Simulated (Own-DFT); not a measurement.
Simulation results for AlN (wurtzite, atoms displaced)

A calculation, not a measurement: plane-wave PBE density functional theory by an unreviewed code, no spin, of a simulated periodic cell, stress positive in tension, free energy of the whole cell less one offset for each atom, forces on such cells passed a denser k mesh, this cell's mesh not checked; offsets are fitted by least squares, one for each functional and potential file, so energies compare only between cells with the same atoms and settings and are not formation energies; the far tail of each file's local potential was reset to the Coulomb form; each entry is a single point on an unrelaxed cell, so the pressure reflects the starting lattice, mostly measured values (interpolated for alloys), from which strain is counted, and rises with the displacements; printed positions are rounded, which can move forces by about a meV/angstrom; the program, named Own-DFT, is a retired in-house code; no spin-orbit coupling. Program: Own-DFT development build.

Settings shared by all entries: functional PBE; potential files PseudoDojo norm-conserving, scalar-relativistic, standard set; wave cutoff 42 hartree; occupations Fermi-Dirac; smearing width 0.1 eV; hardware one NVIDIA H100; k mesh 2 x 2 x 2 centred on Gamma.

(1) AlN (wurtzite, atoms displaced)

```
AlN
1.0
     12.4480     0.0000     0.0000
     -6.2240    10.7803     0.0000
      0.0000     0.0000     9.9640
Al N Al N Al N Al N Al N Al N Al N Al N Al N Al N Al N Al N Al N Al N Al N Al N Al N Al N Al N Al N Al N Al N Al N Al N Al N Al N Al N Al N Al N Al N Al N Al N
2 2 2 2 2 2 2 2 2 2 2 2 2 2 2 2 2 2 2 2 2 2 2 2 2 2 2 2 2 2 2 2 2 2 2 2 2 2 2 2 2 2 2 2 2 2 2 2 2 2 2 2 2 2 2 2 2 2 2 2 2 2 2 2
Direct
  0.09326 0.16194 0.00197
  0.16314 0.07461 0.23983
  0.10475 0.16821 0.20656
  0.16729 0.09196 0.45538
  0.09625 0.16752 0.49753
  0.17357 0.08482 0.75806
  0.09508 0.16908 0.69535
  0.16529 0.07483 0.94778
  0.07634 0.41347 0.00541
  0.17665 0.34978 0.23674
  0.09148 0.42441 0.19207
  0.16902 0.33214 0.45005
  0.07856 0.42373 0.50183
  0.17988 0.33481 0.74902
  0.09060 0.42955 0.68345
  0.15674 0.32083 0.94758
  0.09012 0.67360 0.99746
  0.16240 0.58336 0.23673
  0.07100 0.65510 0.18119
  0.15790 0.57322 0.44905
  0.07123 0.67048 0.48284
  0.14910 0.57658 0.78111
  0.08335 0.66320 0.70895
  0.14821 0.57003 0.93937
  0.07729 0.91599 0.99972
  0.16700 0.82636 0.25789
  0.08656 0.92006 0.18368
  0.17113 0.82154 0.46353
  0.08126 0.92558 0.48976
  0.15637 0.83728 0.76823
  0.08446 0.91221 0.67939
  0.16115 0.82024 0.94241
  0.34710 0.17354 0.00574
  0.42074 0.09105 0.25184
  0.32721 0.16271 0.20326
  0.39914 0.08029 0.43086
  0.31663 0.15593 0.49702
  0.41933 0.07217 0.74417
  0.33990 0.16414 0.71225
  0.41914 0.08488 0.94767
  0.33600 0.41565 0.99100
  0.42490 0.34288 0.23306
  0.34012 0.42979 0.18870
  0.41980 0.34207 0.44290
  0.35630 0.41528 0.51736
  0.43633 0.35736 0.73858
  0.32486 0.40960 0.71378
  0.40085 0.32467 0.93669
  0.33242 0.67097 0.00697
  0.43056 0.58061 0.25255
  0.32210 0.67163 0.17627
  0.43033 0.58543 0.42854
  0.33581 0.66116 0.49590
  0.42053 0.59475 0.74256
  0.32824 0.67621 0.67753
  0.40881 0.58471 0.95388
  0.31879 0.91261 0.99036
  0.42226 0.84423 0.25323
  0.32280 0.90835 0.19293
  0.41525 0.83395 0.44559
  0.32451 0.92156 0.48878
  0.43019 0.83970 0.77029
  0.33764 0.92786 0.68965
  0.40094 0.83002 0.93872
  0.59572 0.17407 0.99065
  0.66230 0.07295 0.27080
  0.57768 0.15737 0.19151
  0.65864 0.08119 0.44652
  0.58509 0.16430 0.51534
  0.65419 0.07352 0.75310
  0.59394 0.16888 0.68793
  0.66687 0.08148 0.92255
  0.58066 0.40589 0.00630
  0.66850 0.32850 0.26214
  0.58789 0.42175 0.18366
  0.66712 0.33781 0.43280
  0.58514 0.40927 0.49172
  0.66192 0.33607 0.75003
  0.58284 0.41864 0.69228
  0.66448 0.33560 0.95142
  0.58875 0.68085 0.00062
  0.67505 0.59481 0.26232
  0.57508 0.65657 0.19013
  0.67361 0.58136 0.45076
  0.58789 0.67171 0.50568
  0.65121 0.56525 0.74626
  0.57953 0.66634 0.68554
  0.67460 0.59018 0.93888
  0.55734 0.92128 0.00584
  0.65764 0.81357 0.25229
  0.57381 0.91718 0.19710
  0.66498 0.84006 0.44562
  0.58216 0.92043 0.49621
  0.67580 0.85205 0.74314
  0.58999 0.91292 0.68901
  0.66062 0.81585 0.94417
  0.83019 0.17072 0.01868
  0.90990 0.07529 0.24383
  0.81542 0.16486 0.19289
  0.90695 0.07784 0.45089
  0.83995 0.16875 0.50870
  0.91243 0.08186 0.74529
  0.83451 0.15259 0.67994
  0.92812 0.09360 0.95088
  0.85119 0.42240 0.00375
  0.91597 0.33679 0.23940
  0.82115 0.40411 0.17724
  0.91051 0.32175 0.44977
  0.83739 0.43511 0.51091
  0.92039 0.33277 0.73584
  0.83165 0.41293 0.69182
  0.92875 0.34277 0.93296
  0.81764 0.65039 0.99085
  0.92246 0.58558 0.24162
  0.83828 0.68049 0.19234
  0.91721 0.58030 0.43662
  0.82809 0.66176 0.49859
  0.93121 0.59417 0.76351
  0.81895 0.64947 0.69119
  0.91122 0.58615 0.93426
  0.84963 0.92724 0.00109
  0.91300 0.83056 0.25135
  0.84264 0.93863 0.18068
  0.92810 0.85436 0.45176
  0.83797 0.90611 0.48429
  0.92544 0.82764 0.75232
  0.83760 0.91057 0.68524
  0.92398 0.84069 0.95987
```

Results for AlN (wurtzite, atoms displaced): free energy of cell above offsets -22.206 eV; pressure 12.63 GPa; stress xx -13.53 GPa; stress yy -13.49 GPa; stress zz -10.87 GPa; stress yz 0.44 GPa; stress xz 1.5 GPa; stress xy -0.87 GPa; wall time 424.5 s.

Force:
```
element  x (eV/Å)  y (eV/Å)  z (eV/Å)
     Al    -1.352     0.664     1.229
     Al     1.837     0.917     2.167
      N    -5.645     2.127    -2.379
      N     1.798    -5.473    -3.989
     Al    -6.813     2.998     1.821
     Al     -0.33    -0.052    -0.569
      N     -1.13    -0.829    -0.225
      N     1.765      0.63    -0.646
     Al     3.486     -0.56    -0.566
     Al     1.696    -3.086     3.142
      N    -2.646    -1.991    -1.006
      N     0.442     1.806    -0.849
     Al     2.135    -3.944     0.145
     Al    -8.068    -3.627     1.647
      N     0.071     -1.98      2.54
      N     0.783     2.808    -0.273
     Al    -1.489    -4.566     0.582
     Al     1.039     0.989     2.804
      N     1.793     2.518     0.585
      N    -0.545     4.869    -3.679
     Al     4.703    -3.721     4.126
     Al      2.48     0.602    -10.99
      N    -0.567     2.552    -1.768
      N     1.516     1.954     8.508
     Al      3.03     0.249     1.138
     Al     -0.99     0.346    -0.672
      N     0.222    -3.261     2.596
      N    -4.561     2.915    -4.345
     Al     3.871     0.404     2.562
     Al     3.065     -1.06    -4.626
      N    -0.593     0.803     1.689
      N    -1.914     4.314     0.465
     Al     -1.85    -2.316    -0.077
     Al    -0.775    -1.818    -1.332
      N     1.696     2.262    -1.879
      N     2.067     1.041     1.961
     Al     4.182     3.575     2.289
     Al    -1.331     5.472     2.427
      N     0.047     1.592    -2.775
      N     1.399    -0.875    -0.887
     Al    -2.667     0.869     1.125
     Al    -1.871     -1.38     1.997
      N     1.071    -2.236    -1.378
      N     4.451    -3.326     -1.79
     Al    -7.795      2.27    -0.438
     Al    -4.615    -6.949     3.646
      N     7.218     5.974    -3.643
      N     3.609     1.944     0.066
     Al    -0.184    -1.833    -2.991
     Al    -5.109    -0.631    -0.477
      N     1.465     0.767     4.724
      N    -0.785    -0.255     3.433
     Al    -1.676     0.359    -0.342
     Al    -2.498    -0.443     1.684
      N     1.799     -0.59     3.501
      N      1.55     0.735    -2.271
     Al     1.258     2.149      2.37
     Al     -3.04    -3.149     1.107
      N     0.643     1.573    -0.717
      N    -0.133     0.337    -1.208
     Al     4.434    -0.036      2.83
     Al    -2.022    -1.784    -6.824
      N     0.291    -5.187    -0.405
      N     0.404      0.41     2.417
     Al    -1.492    -1.864     1.895
     Al    -1.396     1.485     -2.62
      N     1.335     1.409    -0.065
      N     0.828     0.825     1.414
     Al    -1.217     0.419    -4.203
     Al      3.06     1.126    -3.924
      N    -1.911      0.39     2.529
      N    -0.175     0.064     5.266
     Al    -1.984     2.405    -1.473
     Al    -0.873    -0.965    -4.734
      N     0.858     0.435     2.881
      N     1.601    -0.955     4.012
     Al    -1.956     1.065     0.731
     Al     2.259    -0.387      1.25
      N     3.498    -2.064    -3.332
      N      2.27      0.04    -2.818
     Al    -0.344    -9.803     1.749
     Al     0.066    -2.184    -1.728
      N     4.236     2.607    -0.899
      N    -2.519    -0.111    -1.674
     Al    -0.258    -0.057    -0.809
     Al      0.69       7.2     2.014
      N     1.203    -0.227     1.156
      N    -5.878    -3.999    -1.464
     Al     3.765     0.343      0.74
     Al    -1.051     4.201    -0.302
      N     3.134    -0.172    -1.582
      N     2.144    -1.923    -1.722
     Al    -0.749    -1.204     1.196
     Al     4.197    -4.107     2.454
      N     -4.23     1.871    -0.435
      N    -0.369     11.13    -3.465
     Al     1.409    -0.718    -4.612
     Al     0.729     8.081     4.324
      N     2.317     0.525     1.563
      N     2.243    -0.401    -2.521
     Al    -0.763    -1.792    -2.565
     Al     3.939    -0.543     1.012
      N    -3.353     2.202     3.735
      N    -1.795    -0.777    -0.833
     Al     -2.53     0.034    -3.036
     Al     0.631    -1.102     2.903
      N     1.121     2.442     2.803
      N    -1.357     3.816    -1.976
     Al     1.242    -4.877    -0.316
     Al     0.668    -0.638     0.407
      N     -0.89     0.835       0.9
      N    -2.624    -2.716      0.41
     Al     3.898     4.623     2.431
     Al    -3.667    -2.057     0.654
      N     0.171    -3.925    -0.196
      N    -2.614     1.819    -2.144
     Al     2.372     1.876     2.115
     Al    -2.983    -2.574    -3.384
      N     1.753     1.842    -0.221
      N     1.553    -0.613     4.096
     Al    -2.777    -0.571    -1.325
     Al     0.678       4.4    -0.507
      N     -0.06    -9.522     0.402
      N     4.275    -7.462     -4.85
     Al     -8.61     5.402     4.137
     Al    -2.781     0.016    -0.181
      N     0.117     0.188      0.82
      N    -1.372    -3.644    -3.392
```

(2) AlN (wurtzite, atoms displaced)

```
AlN
1.0
     12.4480     0.0000     0.0000
     -6.2240    10.7803     0.0000
      0.0000     0.0000     9.9640
Al N Al N Al N Al N Al N Al N Al N Al N Al N Al N Al N Al N Al N Al N Al N Al N Al N Al N Al N Al N Al N Al N Al N Al N Al N Al N Al N Al N Al N Al N Al N Al N
2 2 2 2 2 2 2 2 2 2 2 2 2 2 2 2 2 2 2 2 2 2 2 2 2 2 2 2 2 2 2 2 2 2 2 2 2 2 2 2 2 2 2 2 2 2 2 2 2 2 2 2 2 2 2 2 2 2 2 2 2 2 2 2
Direct
  0.07960 0.15423 0.99146
  0.15258 0.07436 0.24449
  0.08897 0.17295 0.19043
  0.16242 0.08928 0.42555
  0.07922 0.15802 0.48025
  0.18130 0.08382 0.73965
  0.08832 0.15299 0.69318
  0.17370 0.09711 0.95084
  0.07711 0.40816 0.01480
  0.16169 0.32804 0.24834
  0.08503 0.41795 0.20078
  0.17305 0.31862 0.45514
  0.08929 0.40892 0.49799
  0.18029 0.34677 0.74634
  0.09439 0.42675 0.68126
  0.16245 0.33339 0.92939
  0.06886 0.64946 0.99845
  0.16167 0.59313 0.24335
  0.08418 0.67589 0.18157
  0.17633 0.57548 0.44129
  0.09084 0.65596 0.49337
  0.17723 0.58612 0.74121
  0.08332 0.65683 0.68771
  0.15992 0.58033 0.93371
  0.08343 0.92245 0.99726
  0.17065 0.84875 0.24102
  0.08516 0.91740 0.19134
  0.17954 0.81956 0.44891
  0.09424 0.92959 0.51193
  0.16024 0.81579 0.76401
  0.08597 0.91703 0.69058
  0.16709 0.84111 0.94167
  0.34552 0.18522 0.98977
  0.43295 0.09422 0.23517
  0.33105 0.15718 0.18662
  0.41554 0.09034 0.43633
  0.33688 0.15999 0.49812
  0.41807 0.07706 0.73677
  0.33675 0.17314 0.68354
  0.41479 0.08042 0.93706
  0.31372 0.40635 0.98955
  0.42605 0.34308 0.25054
  0.32980 0.41048 0.18557
  0.40267 0.32658 0.44883
  0.32549 0.41776 0.48358
  0.41236 0.33224 0.74139
  0.33745 0.42721 0.66551
  0.41432 0.32866 0.93493
  0.33366 0.67626 0.99781
  0.41380 0.59004 0.24572
  0.31931 0.66041 0.16421
  0.40648 0.58146 0.43432
  0.33729 0.67162 0.51351
  0.40110 0.58617 0.74931
  0.33442 0.68482 0.68758
  0.42767 0.59120 0.93284
  0.33065 0.92493 0.97982
  0.40901 0.82988 0.23311
  0.33955 0.92959 0.18651
  0.41714 0.83890 0.43301
  0.33447 0.92819 0.49692
  0.41928 0.83850 0.73810
  0.32267 0.90062 0.67352
  0.42580 0.83974 0.93448
  0.57297 0.15943 0.00504
  0.67636 0.09227 0.25292
  0.59252 0.18369 0.18547
  0.67493 0.08887 0.44901
  0.58785 0.16349 0.47641
  0.66112 0.07944 0.74122
  0.57261 0.15490 0.73367
  0.65795 0.08876 0.93998
  0.57783 0.40877 0.99497
  0.67656 0.34660 0.22631
  0.58847 0.41749 0.18469
  0.68438 0.33623 0.42384
  0.58977 0.40930 0.51944
  0.67290 0.34424 0.74490
  0.57498 0.41644 0.70072
  0.66375 0.33102 0.94141
  0.60174 0.68877 0.99847
  0.67517 0.60177 0.25736
  0.58057 0.66767 0.18023
  0.67054 0.57600 0.43992
  0.59579 0.67493 0.50857
  0.65459 0.58360 0.74812
  0.57653 0.66159 0.70137
  0.64968 0.56743 0.94392
  0.58820 0.92128 0.01367
  0.66795 0.83974 0.26367
  0.58455 0.92036 0.19751
  0.65733 0.81283 0.45978
  0.58880 0.92280 0.48333
  0.65981 0.81839 0.76148
  0.58803 0.91849 0.68375
  0.66741 0.83621 0.94422
  0.81756 0.15590 0.00418
  0.90816 0.07500 0.26057
  0.82523 0.16414 0.18988
  0.91666 0.10353 0.43171
  0.83433 0.16504 0.49366
  0.93787 0.09044 0.75528
  0.83162 0.18069 0.68913
  0.92657 0.09384 0.95596
  0.82845 0.40120 0.99837
  0.92287 0.32918 0.25245
  0.81775 0.39655 0.20300
  0.94293 0.33580 0.42231
  0.81823 0.40652 0.48944
  0.90889 0.32917 0.73810
  0.84197 0.41457 0.68425
  0.91967 0.32943 0.95238
  0.81692 0.65078 0.00789
  0.91256 0.56856 0.27277
  0.84618 0.68020 0.18209
  0.92680 0.58344 0.42990
  0.83009 0.66516 0.50892
  0.92529 0.58309 0.76034
  0.84040 0.66580 0.69505
  0.90808 0.56982 0.94271
  0.83035 0.91310 0.98245
  0.94031 0.84835 0.24360
  0.83356 0.91064 0.17915
  0.92731 0.83128 0.42033
  0.82885 0.92971 0.49039
  0.91734 0.83079 0.74249
  0.82465 0.89984 0.69814
  0.90909 0.81658 0.93957
```

It finds free energy of cell above offsets -27.245 eV; pressure 10.38 GPa; stress xx -12.16 GPa; stress yy -9.54 GPa; stress zz -9.43 GPa; stress yz -0.44 GPa; stress xz -0.21 GPa; stress xy -2.05 GPa; wall time 407 s.

Force:
```
element  x (eV/Å)  y (eV/Å)  z (eV/Å)
     Al    -0.169     4.505     2.487
     Al     2.902     3.461    -0.965
      N    -1.913    -2.745     -0.43
      N     3.141    -2.909      1.81
     Al    -0.349     1.311     3.184
     Al     -1.91    -0.754     2.422
      N     -0.29     2.289    -1.808
      N      2.69    -3.074    -2.558
     Al     0.854      1.42    -2.109
     Al     1.531     1.576     1.337
      N      0.23     0.493     -1.31
      N     -4.46      0.41    -3.013
     Al     1.457     1.212     0.081
     Al    -1.172    -1.637    -1.654
      N    -0.417    -2.214     0.998
      N    -1.276    -1.304     0.619
     Al     0.622     1.908     0.333
     Al     1.644    -1.105     0.999
      N    -0.521    -0.926     1.337
      N    -0.897     0.803    -0.982
     Al    -0.738     0.359     1.087
     Al    -2.598    -0.841     1.591
      N    -0.579     0.739     0.438
      N     1.138    -0.128     0.327
     Al    -0.056    -0.476    -0.363
     Al     3.236    -2.558      1.77
      N     1.833     2.492    -3.231
      N    -3.512     2.222    -2.513
     Al    -0.056    -2.576    -3.188
     Al    -0.177     1.327    -3.323
      N     0.635    -0.453     1.464
      N    -0.513    -1.804     0.332
     Al    -0.043    -7.028     3.465
     Al    -3.212    -0.855     0.849
      N    -0.343     2.088    -0.109
      N     3.792    -0.925    -0.866
     Al    -3.994      3.16     -0.91
     Al    -3.774    -1.701     1.591
      N     1.839    -1.785    -0.063
      N    -1.508     2.174    -1.041
     Al      4.02     2.997     1.872
     Al    -0.685    -2.178     0.343
      N    -0.609     1.209     0.086
      N     3.425     0.983    -1.131
     Al     3.263     1.107     0.691
     Al    -1.445     1.097     0.373
      N     0.141    -0.232      3.94
      N    -1.328     4.819    -2.346
     Al     0.642    -1.328    -5.139
     Al    -0.086    -1.343    -1.038
      N     1.105     1.144     6.093
      N     1.721     1.843     0.229
     Al    -0.187     0.407    -4.617
     Al     2.516    -0.171     0.103
      N     1.759    -2.924     1.187
      N    -2.036    -0.589     0.788
     Al     1.707    -1.825     2.716
     Al    -0.703     0.331      1.59
      N     0.498    -1.367    -0.992
      N      1.21     0.077    -0.257
     Al     1.853    -2.202    -1.611
     Al     0.969     2.354     1.563
      N    -0.448     2.572     3.392
      N     -1.05     0.354     0.224
     Al     0.132     1.561    -2.467
     Al    -2.907    -0.816    -0.404
      N     1.335    -2.694      1.38
      N    -0.114    -1.091    -2.318
     Al    -2.405     1.618     1.482
     Al     1.388     0.294     1.619
      N     2.606     4.611    -4.651
      N     2.761    -2.263     0.516
     Al    -0.389     0.359     0.639
     Al    -7.153    -3.269     2.833
      N    -1.665     1.713     0.482
      N    -7.953    -4.567    -0.401
     Al    -2.233     0.059    -3.735
     Al     0.381    -2.391     2.263
      N     2.563     0.317    -1.023
      N     0.443    -0.113    -0.284
     Al    -1.159    -7.137     0.813
     Al     1.045    -1.364    -2.302
      N    -0.073     1.447     2.743
      N    -1.025     0.469     1.788
     Al    -1.091    -10.26     2.228
     Al     2.876    -0.839     2.273
      N    -1.256     0.452    -2.144
      N     0.826     3.492    -1.164
     Al     -1.14     0.364    -2.506
     Al     1.012    -2.222    -2.097
      N      0.33      0.31     1.085
      N    -0.329     11.21    -5.161
     Al    -1.673    -2.639     2.471
     Al     -1.23     2.893     -1.97
      N     0.378    -0.934    -0.415
      N     -0.72     3.303    -1.005
     Al     1.434     1.787    -0.861
     Al     0.656     1.048    -5.814
      N       2.9     0.119     0.391
      N     3.182    -4.812     1.511
     Al    -1.854     4.982     2.947
     Al    -3.431    -1.366     0.666
      N     1.671    -5.574    -1.635
      N    -3.502      -3.3     -2.89
     Al    -0.682      0.94     0.857
     Al    -1.681    -0.054    -2.626
      N     9.741     5.438    -2.709
      N    -4.181     -2.03     3.961
     Al     9.119     5.111     3.171
     Al     3.719     3.403     3.063
      N    -3.915     1.414     -0.96
      N    -1.109    -1.249     -1.52
     Al     1.064     0.143    -1.817
     Al    -0.983     1.369    -10.67
      N    -0.645    -2.013     2.974
      N    -1.062    -0.465     9.242
     Al     2.396     0.976    -1.779
     Al    -0.685     -0.85    -1.733
      N    -1.233    -1.261    -0.473
      N    -0.717    -0.053     0.317
     Al     2.103     1.071     1.513
     Al    -5.526    -4.715    -0.085
      N    -0.825     1.212     2.135
      N    -1.482     1.041     4.492
     Al     2.535    -2.334     2.033
     Al     0.906    -0.247     1.522
      N    -0.581     2.942    -1.316
      N     -0.21     2.166    -0.621
```
